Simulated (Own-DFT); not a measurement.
Simulation results for Si$_{7}$Ge (layered order of Si and Ge on the diamond lattice, atoms displaced)

All values are calculated (Own-DFT development build). A calculation, not a measurement: plane-wave PBE density functional theory by an unreviewed code, no spin, of a simulated periodic cell, stress positive in tension, free energy of the whole cell less one offset for each atom, forces on such cells passed a denser k mesh, this cell's mesh not checked; offsets are fitted by least squares, one for each functional and potential file, so energies compare only between cells with the same atoms and settings and are not formation energies; the far tail of each file's local potential was reset to the Coulomb form; each entry is a single point on an unrelaxed cell, so the pressure reflects the starting lattice, mostly measured values, from which strain is counted, and rises with the displacements; printed positions are rounded, which can move forces by about a meV/angstrom; the program is a retired in-house code; no spin-orbit coupling.

Settings shared by all entries: functional PBE; potential files PseudoDojo norm-conserving, scalar-relativistic, standard set; wave cutoff 42 hartree; occupations Fermi-Dirac; smearing width 0.1 eV; k mesh 3 x 3 x 3 centred on Gamma.

(1) Si$_{7}$Ge (layered order of Si and Ge on the diamond lattice, atoms displaced)

```
Si7Ge
1.0
     10.9187     0.0000     0.0000
      0.0000    10.9187     0.0000
      0.0000     0.0000    10.9187
Ge Si Ge Si Ge Si Ge Si Ge Si Ge Si Ge Si Ge Si
1 2 1 12 1 2 1 12 1 2 1 12 1 2 1 12
Direct
  0.00801 0.98777 0.99113
  0.99766 0.24204 0.25150
  0.25066 0.99922 0.23897
  0.24834 0.25285 0.99470
  0.12490 0.12576 0.12246
  0.11835 0.36568 0.37826
  0.36698 0.12490 0.37632
  0.36986 0.39137 0.11546
  0.99702 0.99710 0.50232
  0.01178 0.24264 0.75705
  0.25753 0.00024 0.74981
  0.24091 0.25752 0.48959
  0.12017 0.12120 0.63144
  0.11769 0.38120 0.86953
  0.37426 0.12308 0.87439
  0.37437 0.37467 0.62010
  0.99741 0.50138 0.99664
  0.00362 0.74038 0.24672
  0.24224 0.50924 0.25085
  0.24987 0.75543 0.01482
  0.12170 0.62596 0.12021
  0.12343 0.87412 0.37103
  0.37301 0.62626 0.37915
  0.38160 0.86367 0.13173
  0.99797 0.50194 0.50825
  0.99996 0.75136 0.75241
  0.25434 0.49863 0.75547
  0.25042 0.75298 0.49925
  0.13138 0.62501 0.61919
  0.13260 0.87433 0.87975
  0.38168 0.62068 0.87758
  0.38207 0.88228 0.62587
  0.50475 0.99632 0.00019
  0.50031 0.24057 0.25669
  0.74480 0.99912 0.24279
  0.74715 0.24844 0.00673
  0.61443 0.13037 0.12543
  0.62488 0.37244 0.38296
  0.87707 0.13386 0.38080
  0.87508 0.36367 0.12497
  0.50131 0.00148 0.49485
  0.49724 0.24317 0.75344
  0.74707 0.99793 0.75834
  0.74726 0.26101 0.49973
  0.62309 0.11609 0.62336
  0.62807 0.36678 0.87773
  0.87984 0.13969 0.88067
  0.87418 0.37478 0.61678
  0.51001 0.49549 0.99573
  0.49614 0.75704 0.25138
  0.74881 0.50286 0.25400
  0.75418 0.75241 0.00234
  0.63813 0.62589 0.12795
  0.62890 0.87774 0.36433
  0.87827 0.61930 0.37710
  0.88111 0.87295 0.11951
  0.50359 0.49691 0.50302
  0.50544 0.75746 0.75350
  0.74589 0.49013 0.75288
  0.73852 0.74618 0.49392
  0.62845 0.62930 0.62763
  0.63788 0.87008 0.86748
  0.87651 0.61708 0.86950
  0.87695 0.87251 0.61637
```

* free energy of cell above offsets: -1.806 eV
* pressure: 2.83 GPa
* stress xx: -3.01 GPa
* stress yy: -2.65 GPa
* stress zz: -2.84 GPa
* stress yz: 0.56 GPa
* stress xz: -0.06 GPa
* stress xy: -0.41 GPa

Force:
```tsv
element	x (eV/Å)	y (eV/Å)	z (eV/Å)
Ge	-1.26	2.409	1.073
Si	0.507	0.376	-0.461
Si	0.101	-0.179	0.997
Ge	-0.163	0.434	0.171
Si	-0.111	-0.365	-0.086
Si	-1.043	2.404	-1.526
Si	0.05	-0.435	-0.263
Si	0.127	-1.45	1.785
Si	0.493	0.623	-0.671
Si	-1.641	1.394	-1.107
Si	-0.813	-0.088	-0.003
Si	1.311	-1.749	2.31
Si	1.241	-0.342	-1.184
Si	1.19	-0.333	0.147
Si	0.146	-0.158	0.339
Si	-0.19	-0.399	0.706
Ge	-0.233	-0.709	0.752
Si	-0.905	0.987	0.583
Si	0.253	-0.971	0.245
Ge	0.462	-1.199	-1.72
Si	0.076	-0.578	0.584
Si	0.197	0.232	-0.175
Si	0.475	-0.104	-0.279
Si	-0.608	2.581	-0.785
Si	0.667	-0.293	-0.916
Si	0.545	-0.37	-0.66
Si	-0.12	0.281	-1.065
Si	0.354	0.528	0.185
Si	-0.224	0.172	1.402
Si	0.836	-0.906	-2.111
Si	-0.36	1.195	-0.18
Si	-0.223	-0.867	-0.338
Ge	-0.387	-0.569	-0.519
Si	-1.083	2.048	-0.116
Si	1.464	1.033	-0.14
Ge	-0.049	-0.268	-0.178
Si	0.903	-1.092	0.39
Si	-0.683	0.643	-1.736
Si	-1.172	-1.392	-0.13
Si	0.178	1.735	1.096
Si	-0.104	-0.148	-0.421
Si	0.373	0.395	-0.973
Si	2.054	1.387	-1.711
Si	0.31	-2.052	0.681
Si	0.463	1.044	0.442
Si	-0.458	-0.242	-1.103
Si	-0.411	-2.284	-0.428
Si	0.444	-0.356	2.076
Ge	0.283	1.005	0.69
Si	1.615	-2.425	1.016
Si	0.735	-1.44	0.145
Ge	0.478	-0.867	-0.823
Si	-1.823	0.312	0.164
Si	-0.841	-0.142	0.941
Si	-0.406	0.642	-0.037
Si	-0.029	0.227	1.436
Si	-0.384	0.873	0.094
Si	-0.76	-0.957	-0.531
Si	0.616	0.599	-0.769
Si	1.627	0.428	-0.146
Si	-0.726	-0.88	0.417
Si	-1.299	0.08	1.486
Si	-0.815	0.93	-0.283
Si	-1.249	-0.385	1.219
```

(2) Si$_{7}$Ge (layered order of Si and Ge on the diamond lattice, atoms displaced)

```
Si7Ge
1.0
     10.9187     0.0000     0.0000
      0.0000    10.9187     0.0000
      0.0000     0.0000    10.9187
Ge Si Ge Si Ge Si Ge Si Ge Si Ge Si Ge Si Ge Si
1 2 1 12 1 2 1 12 1 2 1 12 1 2 1 12
Direct
  0.99645 0.00680 0.99439
  0.99672 0.24491 0.23812
  0.25950 0.00333 0.25389
  0.24159 0.24867 0.99642
  0.12435 0.12543 0.12883
  0.13012 0.37404 0.37950
  0.37385 0.13045 0.37215
  0.38064 0.38059 0.12828
  0.99520 0.00774 0.50469
  0.99728 0.25682 0.74844
  0.24692 0.00225 0.74891
  0.24437 0.25539 0.50047
  0.11348 0.11757 0.63137
  0.12844 0.37892 0.87081
  0.37486 0.12843 0.87074
  0.37673 0.36806 0.63160
  0.99277 0.50320 0.00236
  0.99125 0.74346 0.25595
  0.23484 0.49092 0.25368
  0.24388 0.74999 0.01128
  0.12968 0.62657 0.12287
  0.12740 0.87212 0.37489
  0.38043 0.62350 0.37345
  0.37785 0.86514 0.11402
  0.00267 0.48544 0.50036
  0.99810 0.75040 0.74763
  0.25721 0.50862 0.73786
  0.24420 0.75298 0.51021
  0.12266 0.62581 0.63409
  0.13676 0.86867 0.88380
  0.37640 0.61941 0.88333
  0.37766 0.87875 0.62633
  0.50061 0.99114 0.99921
  0.50151 0.24696 0.24166
  0.75418 0.00438 0.25215
  0.74462 0.25376 0.00400
  0.61871 0.11852 0.12265
  0.62637 0.37216 0.38178
  0.86887 0.13191 0.37251
  0.87815 0.37118 0.13234
  0.49598 0.99979 0.50598
  0.50353 0.24408 0.75827
  0.75029 0.00516 0.74806
  0.74076 0.25458 0.50211
  0.62667 0.13266 0.62987
  0.62326 0.37837 0.87417
  0.87436 0.12864 0.87331
  0.87474 0.37879 0.62517
  0.50938 0.50171 0.00186
  0.49332 0.74728 0.25494
  0.75202 0.50005 0.25634
  0.74955 0.74907 0.99713
  0.63511 0.62921 0.12147
  0.63160 0.88440 0.38203
  0.88257 0.62578 0.37573
  0.87841 0.87382 0.12535
  0.50362 0.49727 0.49701
  0.50268 0.74850 0.76125
  0.74830 0.50457 0.75773
  0.74513 0.75852 0.49681
  0.63234 0.62645 0.62495
  0.62140 0.87353 0.87561
  0.87637 0.62229 0.88008
  0.87896 0.86971 0.63149
```

* free energy of cell above offsets: -1.764 eV
* pressure: 2.8 GPa
* stress xx: -2.77 GPa
* stress yy: -2.9 GPa
* stress zz: -2.74 GPa
* stress yz: 1.63 GPa
* stress xz: -0.19 GPa
* stress xy: 0.13 GPa

Force:
```tsv
element	x (eV/Å)	y (eV/Å)	z (eV/Å)
Ge	0.984	-1.07	0.667
Si	0.804	0.293	2.289
Si	-0.86	-1.167	-1.032
Ge	1.267	0.544	0.594
Si	0.547	-0.996	-0.182
Si	-1.877	-1.196	-0.743
Si	0.525	0.226	0.965
Si	-1.18	-0.554	-0.082
Si	-0.335	-1.393	-1.197
Si	0.24	-0.409	0.375
Si	0.599	-0.527	0.372
Si	0.768	-1.63	1.073
Si	0.911	1.597	-0.245
Si	-0.449	0.804	-0.681
Si	-0.55	-1.061	0.688
Si	0.39	0.447	-0.91
Ge	1.456	-0.952	0.303
Si	2.118	1.306	-1.436
Si	2.485	1.665	-0.948
Ge	1.423	-0.965	-1.375
Si	-2.097	-1.191	2.002
Si	-0.576	0.724	0.168
Si	-1.99	-0.646	0.936
Si	0.136	1.155	2.691
Si	0.043	2.12	0.228
Si	0.764	-0.43	1.931
Si	0.068	-0.952	1.812
Si	0.9	-0.442	-0.796
Si	-0.446	-0.321	-1.561
Si	-1.917	1.344	-1.921
Si	-0.452	0.728	-0.799
Si	-0.508	-0.856	0.923
Ge	-0.679	1.015	-0.573
Si	0.002	0.48	1.113
Si	-0.479	-0.527	-0.697
Ge	0.383	-0.442	-0.18
Si	0.883	0.12	0.579
Si	-0.684	0.405	-1.774
Si	0.488	0.141	0.742
Si	-1.149	1.086	-0.435
Si	0.698	1.165	-0.618
Si	-0.06	1.106	-0.477
Si	0.083	-0.839	0.458
Si	1.582	-0.357	0.398
Si	-0.491	-1.109	-0.541
Si	0.257	-0.522	-0.356
Si	-0.615	0.72	-0.521
Si	-1.054	-0.364	0.366
Ge	-0.555	0.106	0.53
Si	1.837	0.865	-0.879
Si	0.124	-0.054	-0.224
Ge	0.718	1.006	-0.074
Si	-1.031	-0.547	1.981
Si	-1.536	0.031	-1.146
Si	-1.523	-1.135	1.568
Si	-0.372	0.26	0.351
Si	-0.4	0.178	1.052
Si	-0.704	-0.4	-1.349
Si	0.54	-0.294	-0.886
Si	1.569	-1.224	0.85
Si	-0.933	0.124	0.047
Si	1.352	0.515	-0.855
Si	-0.325	0.948	-1.343
Si	-1.116	1.346	-1.212
```

(3) Si$_{7}$Ge (layered order of Si and Ge on the diamond lattice, atoms displaced)

```
Si7Ge
1.0
     10.9187     0.0000     0.0000
      0.0000    10.9187     0.0000
      0.0000     0.0000    10.9187
Ge Si Ge Si Ge Si Ge Si Ge Si Ge Si Ge Si Ge Si
1 2 1 12 1 2 1 12 1 2 1 12 1 2 1 12
Direct
  0.99326 0.99938 0.99413
  0.99275 0.25338 0.25165
  0.24621 0.00374 0.24525
  0.25054 0.25073 0.99620
  0.12748 0.13148 0.12808
  0.12576 0.38135 0.36459
  0.37870 0.12721 0.38009
  0.37897 0.37772 0.12492
  0.99287 0.00586 0.49309
  0.99954 0.24149 0.74819
  0.24574 0.00679 0.74952
  0.24807 0.25399 0.49568
  0.12328 0.11367 0.62533
  0.12651 0.37874 0.87675
  0.37863 0.13023 0.88443
  0.38169 0.38293 0.62971
  0.00066 0.50305 0.99892
  0.99706 0.75928 0.24633
  0.24700 0.49614 0.25995
  0.24135 0.75463 0.99887
  0.12676 0.62605 0.12465
  0.12886 0.88329 0.38210
  0.38255 0.62311 0.37965
  0.37316 0.87488 0.13047
  0.99851 0.50416 0.49058
  0.99363 0.74487 0.74958
  0.24409 0.48069 0.75139
  0.24344 0.74448 0.50303
  0.11618 0.62252 0.62718
  0.12124 0.87741 0.87239
  0.37292 0.62414 0.88709
  0.37226 0.87150 0.61817
  0.50871 0.00767 0.99995
  0.49224 0.25223 0.25829
  0.74529 0.00450 0.24605
  0.75013 0.24006 0.00691
  0.62544 0.12667 0.11963
  0.63619 0.37944 0.38543
  0.87524 0.12569 0.36662
  0.87632 0.37666 0.12119
  0.50791 0.00427 0.49736
  0.49117 0.24377 0.74079
  0.75288 0.00407 0.74738
  0.74838 0.24672 0.50226
  0.62844 0.14232 0.61404
  0.62620 0.37615 0.86355
  0.88475 0.12155 0.87809
  0.86985 0.37318 0.62349
  0.49741 0.50464 0.00551
  0.50372 0.74801 0.24318
  0.74586 0.50396 0.25341
  0.76065 0.74956 0.00229
  0.62101 0.62176 0.12548
  0.63125 0.87484 0.37056
  0.88423 0.61896 0.38395
  0.87790 0.88009 0.12183
  0.50193 0.49973 0.49542
  0.49263 0.74659 0.75062
  0.75406 0.50686 0.75508
  0.75113 0.76302 0.49262
  0.62078 0.62432 0.62280
  0.63227 0.88118 0.88085
  0.87331 0.62227 0.87848
  0.87122 0.87844 0.61860
```

- free energy of cell above offsets: -1.078 eV
- pressure: 2.99 GPa
- stress xx: -3.11 GPa
- stress yy: -2.95 GPa
- stress zz: -2.93 GPa
- stress yz: 1.67 GPa
- stress xz: 0.2 GPa
- stress xy: 0.37 GPa

Force:
```tsv
element	x (eV/Å)	y (eV/Å)	z (eV/Å)
Ge	2.164	-0.224	1.404
Si	1.039	0.435	-0.722
Si	0.865	0.015	1.218
Ge	-0.074	0.84	1.035
Si	-1.103	-0.358	-0.292
Si	-1.434	-1.707	1.837
Si	-1.018	-0.552	-0.447
Si	-1.03	-0.424	1.133
Si	0.563	-0.649	0.646
Si	0.415	1.154	0.001
Si	1.454	-1.223	0.641
Si	0.024	0.029	0.893
Si	-0.376	1.818	-1.046
Si	-1.462	-1.764	-0.243
Si	-0.291	-0.839	-1.96
Si	-0.852	-0.908	-1.318
Ge	0.333	-0.21	0.321
Si	0.896	-0.872	1.029
Si	1.871	1.737	-2.187
Ge	0.871	0.019	0.261
Si	-0.358	0.143	1.328
Si	-0.541	-0.681	-1.006
Si	-1.153	0.672	-0.779
Si	0.179	0.428	-0.633
Si	1.421	-2.269	2.215
Si	-0.012	0.917	-0.068
Si	0.957	3.03	-0.432
Si	0.505	0.136	-0.311
Si	0.748	-0.718	0.157
Si	-0.162	-0.15	-0.984
Si	-0.949	0.096	-1.986
Si	0.211	0.777	0.764
Ge	-1.297	-1.493	0.196
Si	1.73	0.467	-0.685
Si	0.54	-0.391	-0.382
Ge	0.836	1.79	-1.961
Si	-0.946	0.5	2.808
Si	-1.225	-0.68	-1.257
Si	-0.924	0.175	0.63
Si	-0.829	0.088	0.888
Si	-0.266	-0.675	0.236
Si	0.946	0.767	0.864
Si	-0.29	0.504	-0.041
Si	2.128	1.317	-1.693
Si	-1.433	-2.932	2.227
Si	-0.494	-0.683	0.866
Si	-2.065	1.082	-1.532
Si	0.894	0.359	0.334
Ge	0.812	-1.169	-1.055
Si	-0.467	0.383	1.105
Si	1.126	-0.143	-0.12
Ge	-1.44	0.033	0.345
Si	1.348	0.705	0.247
Si	-1.188	0.59	-0.65
Si	-2.445	2.84	-2.564
Si	-0.68	0.103	1.201
Si	0.42	-0.168	1.04
Si	0.619	0.45	0.476
Si	-0.731	-0.663	-1.381
Si	0.2	-2.312	0.868
Si	0.714	0.865	0.13
Si	-0.382	-0.962	-1.578
Si	0.59	0.478	-0.69
Si	0.499	0.078	0.657
```
